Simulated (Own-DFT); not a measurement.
## Calculated data, Si12O23 (quartz with two neutral oxygen vacancies, strained, atoms displaced)

A calculation, not a measurement: plane-wave PBE and HSE06 DFT by an unreviewed code, no spin, of a simulated cell at Gamma alone, so results move with cell size and shape, stress positive in tension, energies less offsets, not probed for a lower state with spin; oxygen file: force components 24 meV/angstrom off all-electron in a glass; k mesh not checked against a denser one; forces and stress are PBE's, HSE06 gives the energy alone, and its difference from PBE has offsets of its own; offsets are fitted by least squares, one for each functional and potential file, so energies compare only between cells with the same atoms and settings and are not formation energies; the far tail of each file's local potential was reset to the Coulomb form; each entry is a single point on an unrelaxed cell, so the pressure reflects the starting lattice, mostly measured values (interpolated for alloys), from which strain is counted, and rises with the displacements; printed positions are rounded, which can move forces by about a meV/angstrom; the program, named Own-DFT, is a retired in-house code; no spin-orbit coupling. Program: Own-DFT development build.

Settings shared by all entries: first functional PBE; second functional HSE06; exact exchange share 0.25; screening 0.11 1/bohr; exchange divergence Gygi-Baldereschi; potential files PseudoDojo norm-conserving, scalar-relativistic, made for PBE, standard set; wave cutoff 48 hartree; occupations fixed; k mesh 1 x 1 x 1 centred on Gamma.

(1) Si12O23 (quartz with two neutral oxygen vacancies, strained, atoms displaced)

```
CELL_PARAMETERS angstrom
9.89120 0.03520 0.03200
-4.91520 8.36000 -0.04060
0.03520 -0.03130 10.94180
ATOMIC_POSITIONS crystal
Si 0.24584 0.98926 0.99004
Si 0.99899 0.22922 0.33339
Si 0.25854 0.26133 0.16455
O 0.22224 0.13354 0.05606
O 0.42218 0.29182 0.23675
O 0.07558 0.38168 0.43576
O 0.12314 0.20500 0.29445
O 0.27833 0.41170 0.10884
Si 0.22854 0.00458 0.50136
Si 0.99295 0.23125 0.84007
Si 0.26564 0.26997 0.66393
O 0.21775 0.12666 0.56469
O 0.42967 0.30069 0.71853
O 0.36032 0.06497 0.88062
O 0.07440 0.36327 0.93276
O 0.15692 0.21785 0.77787
O 0.28994 0.42577 0.61368
Si 0.24024 0.51173 0.00185
Si 0.00468 0.74222 0.32608
Si 0.26825 0.76872 0.16683
O 0.20963 0.63353 0.06153
O 0.42703 0.78399 0.22958
O 0.36208 0.57036 0.37960
O 0.07675 0.85959 0.44437
O 0.14133 0.71761 0.27835
O 0.30576 0.93786 0.11484
Si 0.23129 0.50057 0.50376
Si 0.99125 0.72377 0.83005
Si 0.27460 0.78762 0.67126
O 0.22234 0.63935 0.55659
O 0.40606 0.77945 0.72858
O 0.36468 0.57524 0.89014
O 0.08066 0.87536 0.92785
O 0.12951 0.71103 0.77498
O 0.29807 0.92183 0.60580
Si 0.73294 0.00290 0.99576
Si 0.50361 0.23733 0.32060
Si 0.76420 0.26521 0.15230
O 0.70933 0.13728 0.06605
O 0.92828 0.30637 0.23389
O 0.87972 0.08705 0.39675
O 0.56679 0.36441 0.44892
O 0.79457 0.42723 0.11895
Si 0.72458 0.99843 0.49427
Si 0.49290 0.24099 0.83588
Si 0.76012 0.26409 0.66580
O 0.71400 0.14286 0.56725
O 0.93057 0.29586 0.73381
O 0.86514 0.07588 0.91278
O 0.55768 0.36197 0.92928
O 0.62105 0.20523 0.77563
O 0.79486 0.42195 0.58829
Si 0.76036 0.50415 0.00312
Si 0.49326 0.72228 0.33090
Si 0.75595 0.76878 0.16654
O 0.71535 0.64820 0.06732
O 0.93021 0.78992 0.22610
O 0.87348 0.57527 0.39374
O 0.56705 0.86598 0.44479
O 0.64140 0.69938 0.28095
O 0.80528 0.93351 0.11173
Si 0.74941 0.51580 0.50676
Si 0.49612 0.73848 0.82288
Si 0.76962 0.76743 0.65576
O 0.69677 0.62617 0.55693
O 0.91411 0.79571 0.71833
O 0.86748 0.56603 0.89198
O 0.59351 0.87836 0.93652
O 0.63281 0.71235 0.76416
O 0.79543 0.94168 0.61611
```

- PBE energy of cell above offsets: -4.000 eV
- HSE06 less PBE above offsets: 0.514 eV
- PBE pressure: 13.59 GPa
- PBE stress xx: -9.95 GPa
- PBE stress yy: -20.67 GPa
- PBE stress zz: -10.16 GPa
- PBE stress yz: -0.87 GPa
- PBE stress xz: 0.43 GPa
- PBE stress xy: 3.75 GPa

Force:
```tsv
element	x (eV/Å)	y (eV/Å)	z (eV/Å)
Si	-2.425	1.905	3.298
Si	-8.005	9.296	0.506
Si	2.248	-4.312	4.45
O	-0.105	-0.656	0.025
O	-6.377	1.972	-5.205
O	-0.628	-1.815	-0.375
O	12.33	-0.869	-7.129
O	-2.409	5.113	-2.688
Si	8.799	-5.452	-6.405
Si	3.651	-1.873	-4.065
Si	3.044	-2.426	1.095
O	-6.543	7.455	5.132
O	1.268	-0.225	1.1
O	1.385	-0.009	-0.851
O	1.018	5.278	4.884
O	-5.001	-1.799	3.062
O	-1.911	3.815	-3.227
Si	2.585	-6.609	-2.695
Si	0.053	-2.044	3.929
Si	0.651	-0.035	3.18
O	-2.862	2.884	1.359
O	-1.782	1.328	-2.881
O	-1.985	-5.041	3.951
O	-1.436	-0.385	0.015
O	2.384	-0.314	-1.989
O	-0.134	-0.061	-2.064
Si	2.981	-1.721	-2.448
Si	-1.302	5.603	-2.109
Si	-1.886	-11.81	0.867
O	-2.683	4.589	3.3
O	4.351	1.57	1.851
O	0.25	0.58	0.723
O	-1.176	-2.39	-0.029
O	2.105	-0.418	-1.663
O	-4.353	9.857	-5.69
Si	1.259	0.554	9.685
Si	5.202	-2	6.531
Si	1.574	1.398	13.41
O	0.237	-7.099	-7.156
O	-0.944	-1.111	-1.381
O	-4.804	-8.009	4.766
O	1.427	0.395	-1.415
O	-1.842	6.279	-3.448
Si	3.802	3.411	2.678
Si	-1.08	-5.038	-8.476
Si	-0.125	3.625	4.904
O	0.622	-5.307	-4.901
O	-2.695	-0.39	-1.42
O	5.715	3.75	-6.107
O	3.12	8.968	9.139
O	2.922	0.547	-1.671
O	3.326	-1.681	5.163
Si	-8.359	-0.832	2.779
Si	3.561	3.645	0.723
Si	3.736	1.919	5.076
O	2.88	-6.889	-6.401
O	-3.465	1.251	-3.014
O	-0.226	0.787	-0.17
O	-1.082	-2.451	-2.184
O	-2.364	0.358	1.012
O	-2.81	3.041	-1.955
Si	-1.08	-4.578	-7.788
Si	3.482	-0.529	2.534
Si	-6.802	0.578	-0.556
O	-2.774	3.61	1.61
O	7.643	-0.634	4.846
O	0.971	-0.848	-1.332
O	-5.718	-7.104	-4.488
O	-0.782	-0.222	0.118
O	-0.628	-0.373	-2.325
```

(2) Si12O23 (quartz with two neutral oxygen vacancies, strained, atoms displaced)

```
CELL_PARAMETERS angstrom
9.67450 0.01940 0.16670
-4.82040 8.59490 -0.06160
0.18340 0.02770 10.99170
ATOMIC_POSITIONS crystal
Si 0.23939 0.99617 0.99938
Si 0.00193 0.23052 0.33860
Si 0.27159 0.26396 0.16070
O 0.21740 0.13533 0.06903
O 0.42334 0.29696 0.22780
O 0.36866 0.06688 0.39029
O 0.06442 0.36554 0.43445
O 0.12450 0.20808 0.27693
O 0.30042 0.44599 0.10445
Si 0.22163 0.98441 0.50480
Si 0.00145 0.24060 0.83192
Si 0.25701 0.26348 0.65816
O 0.19477 0.12815 0.55771
O 0.42965 0.30236 0.72576
O 0.36470 0.07604 0.88697
O 0.05790 0.36747 0.92853
O 0.13844 0.21311 0.77056
O 0.29249 0.42014 0.60629
Si 0.25108 0.49956 0.00115
Si 0.00397 0.72988 0.34456
Si 0.26150 0.76927 0.16633
O 0.20870 0.63128 0.04139
O 0.42356 0.79803 0.22594
O 0.35897 0.58131 0.39193
O 0.06839 0.86663 0.42786
O 0.13010 0.71714 0.27094
O 0.30558 0.93180 0.10687
Si 0.23682 0.51308 0.50430
Si 0.99620 0.71550 0.82969
Si 0.25954 0.75259 0.66948
O 0.21966 0.64321 0.55264
O 0.42179 0.78973 0.73280
O 0.36508 0.56195 0.89432
O 0.08084 0.86858 0.92757
O 0.13098 0.70882 0.77269
O 0.28350 0.92873 0.60925
Si 0.73586 0.00446 0.99879
Si 0.48869 0.24117 0.33210
Si 0.77206 0.27526 0.15425
O 0.69086 0.11552 0.07146
O 0.94374 0.30473 0.22357
O 0.86424 0.06250 0.41021
O 0.57072 0.34390 0.43743
O 0.62455 0.19400 0.26501
O 0.79922 0.43228 0.10684
Si 0.73319 0.00105 0.49712
Si 0.49247 0.22599 0.82928
Si 0.77056 0.26306 0.67475
O 0.70303 0.12969 0.56046
O 0.93186 0.31432 0.73036
O 0.86057 0.07136 0.88210
O 0.58663 0.36341 0.93784
O 0.64636 0.19567 0.76783
O 0.78151 0.41599 0.61282
Si 0.74026 0.50149 0.00243
Si 0.49568 0.72668 0.33943
Si 0.76254 0.77424 0.17866
O 0.69780 0.62879 0.05087
O 0.86577 0.57168 0.39660
O 0.56659 0.85373 0.44209
O 0.64258 0.70213 0.27317
Si 0.71801 0.50016 0.49503
Si 0.51080 0.73306 0.83830
Si 0.76215 0.74709 0.66105
O 0.70935 0.62708 0.56339
O 0.91237 0.78864 0.73999
O 0.85041 0.55746 0.88480
O 0.57596 0.88429 0.93779
O 0.63121 0.70694 0.78024
O 0.77962 0.90821 0.61974
```

- PBE energy of cell above offsets: -5.483 eV
- HSE06 less PBE above offsets: 0.877 eV
- PBE pressure: 9.99 GPa
- PBE stress xx: -12.17 GPa
- PBE stress yy: -7.42 GPa
- PBE stress zz: -10.39 GPa
- PBE stress yz: -0.03 GPa
- PBE stress xz: 10.73 GPa
- PBE stress xy: -0.4 GPa

Force:
```tsv
element	x (eV/Å)	y (eV/Å)	z (eV/Å)
Si	-1.059	-1.213	-0.731
Si	-8.155	0.398	1.062
Si	-4.861	4.199	3.244
O	0.124	-3.354	-3.56
O	0.073	1.709	-0.465
O	-2.047	-0.385	1.256
O	1.493	3.565	3.539
O	9.375	-0.884	-5.257
O	5.799	-6.703	7.894
Si	-0.046	4.304	-3.691
Si	-1.31	-1.963	-1.832
Si	3.824	-2.487	2.103
O	0.289	-0.75	-0.647
O	-0.121	-1.113	-0.33
O	-0.812	-2.925	1.565
O	2.603	3.642	4.498
O	-0.895	-0.87	1.049
O	-2.619	5.164	-3.534
Si	-9.475	-0.053	-4.589
Si	-6.361	-1.844	-3.817
Si	3.093	-2.334	-3.088
O	-1.769	3.437	3.528
O	2.057	-1.383	1.887
O	-0.352	-4.169	0.801
O	-0.018	3.761	4.541
O	3.48	-1.466	-1.691
O	-1.291	0.942	-1.291
Si	2.763	-10.27	-2.85
Si	-8.625	2.819	4.024
Si	1.585	4.773	-0.376
O	-4.325	4.4	2.755
O	0.316	-0.772	0.159
O	3.642	3.127	-4.605
O	0.432	-0.381	1.154
O	5.474	-2.038	-2.525
O	2.337	-3.741	2.79
Si	2.787	-2.135	0.439
Si	4.472	-7.031	-2.629
Si	1.735	-4.774	5.207
O	-0.51	2.929	0.368
O	-2.032	-1.327	-0.327
O	6.603	4.772	-7.458
O	-0.02	5.639	4.465
O	-0.932	2.276	-0.384
O	-0.026	2.099	-0.608
Si	-4.732	-5.608	7.989
Si	3.894	5.574	-1.678
Si	1.171	1.881	-8.632
O	0.12	0.812	0.861
O	4.052	0.045	0.754
O	0.474	0.812	0.127
O	-1.313	-2.522	-0.85
O	-8.681	-3.503	7.727
O	-1.941	2.282	-2.65
Si	-2.448	-0.811	-0.677
Si	0.676	4.977	-5.082
Si	7.83	4.213	-9.815
O	-0.486	2.033	2.358
O	-0.496	-1.497	0.756
O	0.709	1.626	1.127
O	-8.163	-4.615	8.345
Si	6.486	-7.505	0.097
Si	-8.857	2.078	3.831
Si	-2.09	5.199	6.484
O	-3.147	-0.21	-1.632
O	2.537	-0.827	-0.233
O	2.81	1.682	-1.511
O	-1.285	-3.595	-1.851
O	7.726	-2.138	-4.556
O	-1.54	2.026	-3.325
```

(3) Si12O23 (quartz with two neutral oxygen vacancies, strained, atoms displaced)

```
CELL_PARAMETERS angstrom
9.95910 -0.08830 0.14810
-5.05610 8.50060 -0.09790
0.16300 -0.03030 10.84320
ATOMIC_POSITIONS crystal
Si 0.24553 0.00649 0.00003
Si 0.99926 0.23097 0.33065
Si 0.27433 0.26942 0.18082
O 0.21836 0.15141 0.07009
O 0.43598 0.29392 0.23014
O 0.36233 0.05830 0.39940
O 0.08060 0.37970 0.44657
O 0.13532 0.21512 0.26292
O 0.31156 0.44533 0.11527
Si 0.23373 0.99900 0.49699
Si 0.99899 0.24610 0.84724
Si 0.27432 0.26003 0.67417
O 0.20148 0.11888 0.55751
O 0.42122 0.27997 0.72913
O 0.36489 0.07067 0.88646
O 0.06295 0.37442 0.94142
O 0.14607 0.22408 0.78328
O 0.28153 0.42491 0.61251
Si 0.23697 0.49724 0.99730
Si 0.01193 0.73069 0.33693
Si 0.26518 0.76863 0.16917
O 0.19913 0.62721 0.05833
O 0.42535 0.78790 0.23252
O 0.36241 0.57482 0.39345
O 0.07452 0.86715 0.44411
O 0.12880 0.72224 0.26666
O 0.28872 0.92611 0.09596
Si 0.23619 0.49398 0.49131
Si 0.00647 0.74924 0.82967
Si 0.27969 0.76129 0.66682
O 0.18554 0.61742 0.56641
O 0.43697 0.79327 0.73116
O 0.35707 0.56652 0.90072
O 0.08261 0.86351 0.93802
O 0.12463 0.69614 0.77862
O 0.29421 0.92064 0.62143
Si 0.73932 0.99969 0.99185
Si 0.50329 0.25627 0.32828
Si 0.76605 0.26501 0.16096
O 0.71186 0.13823 0.05833
O 0.93580 0.30782 0.22853
O 0.87274 0.05216 0.38404
O 0.58775 0.36306 0.43668
O 0.62843 0.20847 0.27779
O 0.80060 0.42652 0.11203
Si 0.72778 0.00098 0.49791
Si 0.50183 0.22969 0.82387
Si 0.75917 0.26386 0.67314
O 0.70933 0.14633 0.55001
O 0.86415 0.07812 0.89772
O 0.57228 0.35910 0.93905
O 0.79945 0.43172 0.59625
Si 0.74202 0.50404 0.00323
Si 0.50648 0.73912 0.33680
Si 0.77475 0.78253 0.16409
O 0.71666 0.63652 0.05484
O 0.91496 0.78279 0.22331
O 0.86436 0.56698 0.39153
O 0.58523 0.87405 0.45214
O 0.63734 0.71890 0.28153
O 0.79974 0.94593 0.11043
Si 0.72497 0.49499 0.49504
Si 0.50246 0.74502 0.83280
Si 0.75769 0.74490 0.66338
O 0.70819 0.63663 0.55162
O 0.93203 0.78895 0.73323
O 0.85607 0.56524 0.90332
O 0.57919 0.87073 0.93401
O 0.63245 0.71699 0.79131
O 0.77574 0.92168 0.61097
```

* PBE energy of cell above offsets: -5.827 eV
* HSE06 less PBE above offsets: 0.728 eV
* PBE pressure: 10.42 GPa
* PBE stress xx: -11.61 GPa
* PBE stress yy: -7.74 GPa
* PBE stress zz: -11.9 GPa
* PBE stress yz: -2.57 GPa
* PBE stress xz: 3.33 GPa
* PBE stress xy: -5.1 GPa

Force:
```tsv
element	x (eV/Å)	y (eV/Å)	z (eV/Å)
Si	-4.329	1.412	-1.179
Si	-2.19	1.418	1.145
Si	1.646	5.359	-6.111
O	2.053	-4.004	-3.371
O	-6.217	2.836	-5.984
O	3.084	4.679	-4.62
O	-5.075	-8.436	-5.542
O	-3.49	-1.865	4.973
O	-0.28	-1.689	-0.136
Si	2.878	-3.806	4.275
Si	0.453	-3.027	-7.531
Si	-6.449	0.473	-3.882
O	-2.537	5.098	3.953
O	1.283	1.83	-1.199
O	0.507	-0.425	-0.38
O	0.489	3.258	4.139
O	-1.676	-0.785	1.167
O	2.086	-1.291	-0.375
Si	-3.55	-2.007	7.949
Si	-13.24	1.007	4.394
Si	2.519	-0.632	-3.61
O	0.014	1.804	2.002
O	-1.722	0.669	-0.624
O	3.372	2.246	-2.997
O	-1.452	-2.752	-1.317
O	8.884	-1.262	-4.186
O	3.138	-2.024	3.964
Si	0.538	3.299	9.047
Si	4.345	-6.866	3.912
Si	-4.766	-1.673	0.946
O	2.499	0.586	-0.501
O	-3.01	1.105	-3.605
O	5.264	5.296	-7.251
O	-0.44	3.412	3.087
O	2.592	0.523	-1.45
O	-1.169	1.899	-2.475
Si	-4.087	-0.937	6.612
Si	7.574	-9.2	5.2
Si	0.424	0.331	4.775
O	0.453	-2.72	-2.204
O	-0.208	-1.406	0.509
O	-1.264	1.628	1.021
O	-4.86	-2.331	0.443
O	1.227	0.149	-1.803
O	-1.938	2.511	-1.621
Si	8.151	7.391	4.526
Si	4.633	1.08	1.648
Si	-0.501	1.197	1.052
O	0.68	-0.554	0.064
O	4.34	1.929	-4.553
O	0.423	0.188	0.449
O	-0.606	-0.594	1.284
Si	-3.189	-5.858	4.506
Si	-3.17	1.241	1.375
Si	-0.704	-2.766	-0.13
O	-2.976	3.392	2.783
O	3.506	0.467	2.488
O	0.621	1.112	-0.84
O	-7.415	-9.738	-5.951
O	3.413	-0.232	-2.498
O	0.089	-0.928	-0.418
Si	7.022	3.982	3.324
Si	-0.835	-5.3	3.268
Si	-1.659	7.106	5.432
O	-0.734	-2.24	-1.892
O	-7.484	1.083	-6.518
O	6.186	5.59	-8.245
O	-1.15	1.76	2.902
O	6.634	-1.647	-4.293
O	1.347	-1.353	0.669
```

(4) Si12O23 (quartz with two neutral oxygen vacancies, strained, atoms displaced)

```
CELL_PARAMETERS angstrom
9.98120 -0.02600 -0.08760
-5.01310 8.60390 -0.02500
-0.09630 -0.08740 10.93460
ATOMIC_POSITIONS crystal
Si 0.22606 0.99352 0.99499
Si 0.01113 0.24969 0.33519
Si 0.25144 0.26229 0.15778
O 0.21881 0.13843 0.04962
O 0.43027 0.29161 0.23210
O 0.34922 0.05779 0.39436
O 0.06771 0.36006 0.44426
O 0.14366 0.20333 0.26410
O 0.28591 0.43249 0.10579
Si 0.23986 0.00652 0.49574
Si 0.00089 0.23485 0.82500
Si 0.25158 0.24891 0.67315
O 0.20762 0.14782 0.55434
O 0.42613 0.28003 0.73389
O 0.36053 0.07009 0.89581
O 0.07398 0.36918 0.95239
O 0.12918 0.20067 0.78269
O 0.29865 0.43974 0.60439
Si 0.23732 0.49201 0.00416
Si 0.99991 0.73937 0.33288
Si 0.25557 0.76217 0.17131
O 0.20651 0.64038 0.05785
O 0.41442 0.79195 0.23244
O 0.37122 0.56454 0.39838
O 0.06698 0.86438 0.44844
O 0.13120 0.71095 0.26930
O 0.29865 0.91936 0.09824
Si 0.23709 0.51661 0.51244
Si 0.01238 0.72777 0.83434
Si 0.26277 0.77064 0.66674
O 0.20405 0.63027 0.56706
O 0.41539 0.79300 0.71683
O 0.36286 0.57685 0.90419
O 0.08009 0.86875 0.95039
O 0.13238 0.70542 0.76037
O 0.30797 0.93711 0.61533
Si 0.71440 0.98426 0.99897
Si 0.50707 0.23454 0.33395
Si 0.76868 0.26351 0.16154
O 0.70038 0.13702 0.06382
O 0.92483 0.29807 0.23608
O 0.88449 0.06867 0.38842
O 0.57891 0.35931 0.44039
O 0.62263 0.19598 0.27784
O 0.80848 0.43749 0.11548
Si 0.73624 0.98963 0.50547
Si 0.49385 0.22168 0.83453
Si 0.77140 0.26425 0.67192
O 0.71887 0.14424 0.55979
O 0.90697 0.29005 0.73218
O 0.86979 0.07626 0.88918
O 0.57150 0.36779 0.94240
O 0.62395 0.19768 0.76428
O 0.79656 0.42819 0.60190
Si 0.73289 0.48202 0.00791
Si 0.49637 0.72679 0.33690
Si 0.77959 0.78513 0.16672
O 0.70063 0.62588 0.05473
O 0.87028 0.57618 0.39520
O 0.56161 0.85244 0.44249
O 0.62549 0.71124 0.27443
Si 0.73174 0.48914 0.50557
Si 0.49536 0.73359 0.84002
Si 0.77103 0.76896 0.65238
O 0.71551 0.62247 0.56454
O 0.92172 0.78890 0.72363
O 0.84988 0.55501 0.89862
O 0.57509 0.85706 0.93468
O 0.63919 0.70777 0.77793
O 0.80703 0.93180 0.60606
```

- PBE energy of cell above offsets: -7.490 eV
- HSE06 less PBE above offsets: 1.526 eV
- PBE pressure: 4.77 GPa
- PBE stress xx: -5.46 GPa
- PBE stress yy: -2.89 GPa
- PBE stress zz: -5.94 GPa
- PBE stress yz: -4.57 GPa
- PBE stress xz: -2.8 GPa
- PBE stress xy: -1.55 GPa

Force:
```tsv
element	x (eV/Å)	y (eV/Å)	z (eV/Å)
Si	8.099	6.207	5.374
Si	1.29	-5.835	-1.875
Si	6.414	2.249	-0.87
O	-1.387	0.852	0.448
O	-2.769	0.009	-1.844
O	4.58	4.281	-5.169
O	1.307	4.639	3.598
O	-5.574	-0.576	4.198
O	5.453	-4.392	6.908
Si	-3.386	-2.405	6.062
Si	-3.315	0.885	5.173
Si	2.459	5.437	-0.139
O	1.037	-2.833	-1.537
O	-5.107	0.728	-3.368
O	0.55	-0.909	-0.611
O	-1.55	-3.613	-4.15
O	1.675	0.093	-1.631
O	1.842	-4.022	4.01
Si	-6.457	6.576	-3.295
Si	-1.73	-0.934	0.204
Si	2.547	1.117	-3.703
O	1.08	-2.378	-0.775
O	2.124	-0.609	1.768
O	-2.024	-0.224	1.032
O	0.487	0.503	-0.036
O	-3.242	-0.779	2.771
O	-1.651	1.659	-0.418
Si	4.838	-6.519	-6.55
Si	-6.943	-0.92	1.535
Si	-0.176	1.075	-3.051
O	-4.953	4.499	1.435
O	6.155	-0.417	4.734
O	1.412	1.002	-2.266
O	-5.979	-9.492	-5.991
O	-1.669	-1.483	2.809
O	-2.569	1.524	-2.341
Si	5.941	6.149	3.263
Si	-4.205	-2.006	-0.3
Si	-1.84	2.765	5.764
O	0.99	-4.536	-4.202
O	-0.167	0.045	-1.214
O	-1.919	-0.298	1.556
O	-0.993	-0.056	0.994
O	5.011	0.118	-3.213
O	1.113	-2.195	1.532
Si	-2.399	3.784	-4.94
Si	2.301	1.632	2.061
Si	-13.25	-0.472	-6.542
O	1.626	-3.492	-1.909
O	13.19	2.389	6.523
O	-1.813	-1.141	1.408
O	-0.319	-3.229	-1.179
O	0.109	0.078	0.766
O	3.518	-3.078	4.297
Si	-2.978	3.961	-0.409
Si	-3.272	-0.524	-2.005
Si	-1.07	-2.793	-0.482
O	0.729	1.633	2.167
O	-0.531	-0.29	0.231
O	1.874	3.914	3.425
O	3.976	0.609	-2.74
Si	0.948	2.169	-4.43
Si	0.799	-5.252	-8.284
Si	-0.322	-3.519	5.594
O	-2.509	1.725	-0.204
O	3.313	-0.085	2.426
O	3.813	3.767	-3.236
O	-3.115	1.548	1.97
O	-1.673	1.028	-1.504
O	0.264	0.657	0.376
```

(5) Si12O23 (quartz with two neutral oxygen vacancies, strained, atoms displaced)

```
CELL_PARAMETERS angstrom
9.64460 -0.01790 0.02440
-4.83780 8.48710 0.05510
0.02680 0.08550 10.70770
ATOMIC_POSITIONS crystal
Si 0.22346 0.99858 0.00621
Si 0.00608 0.24042 0.33527
Si 0.27610 0.26792 0.15416
O 0.19669 0.11798 0.06680
O 0.43121 0.29610 0.22192
O 0.36809 0.07122 0.39540
O 0.04105 0.35075 0.44336
O 0.13043 0.21342 0.27172
O 0.29044 0.42458 0.10441
Si 0.24203 0.00883 0.50001
Si 0.01344 0.23504 0.83457
Si 0.26947 0.26383 0.66551
O 0.21304 0.13635 0.56025
O 0.43121 0.28759 0.71924
O 0.36812 0.06761 0.89055
O 0.07039 0.36205 0.94192
O 0.13253 0.21722 0.76373
O 0.28448 0.41640 0.61195
Si 0.24872 0.51644 0.01620
Si 0.99910 0.73091 0.32865
Si 0.28645 0.76498 0.15941
O 0.20055 0.63976 0.05916
O 0.43058 0.79399 0.22694
O 0.35348 0.55960 0.38754
O 0.07133 0.85749 0.44980
O 0.12516 0.71673 0.27068
O 0.29910 0.94003 0.11887
Si 0.23551 0.49885 0.48920
Si 0.99136 0.73187 0.84168
Si 0.26008 0.76635 0.67406
O 0.21315 0.63686 0.55469
O 0.43953 0.80121 0.72141
O 0.35501 0.58452 0.89075
O 0.08126 0.87305 0.94013
O 0.12991 0.71048 0.78041
O 0.29342 0.93943 0.60749
Si 0.73167 0.00725 0.00755
Si 0.48069 0.21282 0.33036
Si 0.76570 0.26551 0.16361
O 0.69745 0.12277 0.05680
O 0.91718 0.28737 0.22558
O 0.86459 0.07035 0.37660
O 0.56125 0.36309 0.43165
O 0.62373 0.21105 0.27344
O 0.78461 0.42387 0.11208
Si 0.73032 0.00433 0.48475
Si 0.49915 0.23095 0.83660
Si 0.75865 0.27148 0.67031
O 0.70519 0.13262 0.56711
O 0.93319 0.29826 0.73596
O 0.87012 0.07265 0.90013
O 0.56932 0.37044 0.93035
O 0.63325 0.19756 0.77320
O 0.80667 0.44034 0.60546
Si 0.75356 0.51116 0.99798
Si 0.48160 0.73776 0.33497
Si 0.77206 0.77172 0.17254
O 0.70271 0.63595 0.05396
O 0.91976 0.79641 0.22842
O 0.86281 0.56280 0.38731
O 0.55546 0.84494 0.44361
O 0.62599 0.71240 0.26300
O 0.81506 0.93894 0.11558
Si 0.73662 0.50659 0.49991
Si 0.49726 0.73649 0.83978
Si 0.76018 0.76277 0.66129
O 0.70190 0.64233 0.55227
O 0.86324 0.55870 0.88326
O 0.57749 0.87325 0.92647
O 0.80459 0.94031 0.60848
```

- PBE energy of cell above offsets: -6.165 eV
- HSE06 less PBE above offsets: 0.049 eV
- PBE pressure: 15.55 GPa
- PBE stress xx: -16.84 GPa
- PBE stress yy: -14.12 GPa
- PBE stress zz: -15.68 GPa
- PBE stress yz: 2.32 GPa
- PBE stress xz: 3.53 GPa
- PBE stress xy: 2.26 GPa

Force:
```tsv
element	x (eV/Å)	y (eV/Å)	z (eV/Å)
Si	8.5	-1.017	-2.059
Si	-3.331	-1.966	-2.644
Si	-2.23	-2.414	3.973
O	-4.108	5.2	1.91
O	-0.325	-0.09	-0.759
O	-0.831	-6.582	0.938
O	2.188	5.278	3.846
O	5.523	0.298	-3.037
O	2.721	0.164	2.716
Si	-3.986	-4.147	0.45
Si	-8.136	0.031	3.525
Si	0.936	-0.791	-0.229
O	-1.606	0.38	-1.046
O	1.066	0.265	0.77
O	-1.953	-1.873	2.371
O	1.885	3.392	3.298
O	6.081	-2.631	-1.133
O	-2.001	4.642	-4.065
Si	-4.401	-3.654	-8.609
Si	-7.136	1.919	6.175
Si	-11.63	4.214	0.58
O	-0.563	-0.595	-0.479
O	0.282	3.044	-3.127
O	3.819	2.971	-6.307
O	-0.142	0.145	-1.236
O	11.5	-1.048	-5.849
O	1.446	-1.952	-0.242
Si	-5.788	-4.837	9.113
Si	-2.276	2.698	-4.114
Si	2.683	1.431	-3.379
O	-0.421	0.759	0.784
O	-2.601	-0.201	-0.761
O	-0.835	-2.963	2.162
O	-3.006	-4.011	-1.07
O	1.035	-0.754	0.214
O	2.984	-3.245	3.62
Si	8.681	-7.433	-4.709
Si	1.279	11.17	-1.317
Si	-2.799	-2.703	0.75
O	-6.585	7.736	4.927
O	2.585	0.975	0.541
O	-1.298	-2.144	0.816
O	0.961	1.004	1.543
O	5.309	-1.307	-2.709
O	0.145	1.756	-1.047
Si	0.895	-0.596	4.436
Si	0.548	0.36	-2.119
Si	6.333	0.662	-1.661
O	-0.056	-0.635	-2.164
O	-3.15	0.343	-2.234
O	0.595	0.121	-0.292
O	1.39	2.51	2.705
O	-2.699	-0.894	3.041
O	-0.424	-0.398	0.796
Si	-6.304	-3.045	1.684
Si	8.411	-5.925	2.057
Si	-6.038	-1.837	-5.164
O	1.279	0.747	0.56
O	7.149	0.702	3.228
O	0.276	0.859	-0.754
O	0.738	4.682	3.587
O	-3.01	-1.075	2.655
O	-2.59	1.535	-2.135
Si	-2.301	-2.88	-1.933
Si	4.13	-0.037	-7.15
Si	-0.786	2.468	5.221
O	0.391	-2.027	-2.197
O	1.971	-0.358	-0.706
O	0.338	3.966	5.391
O	-0.701	-0.359	-1.943
```
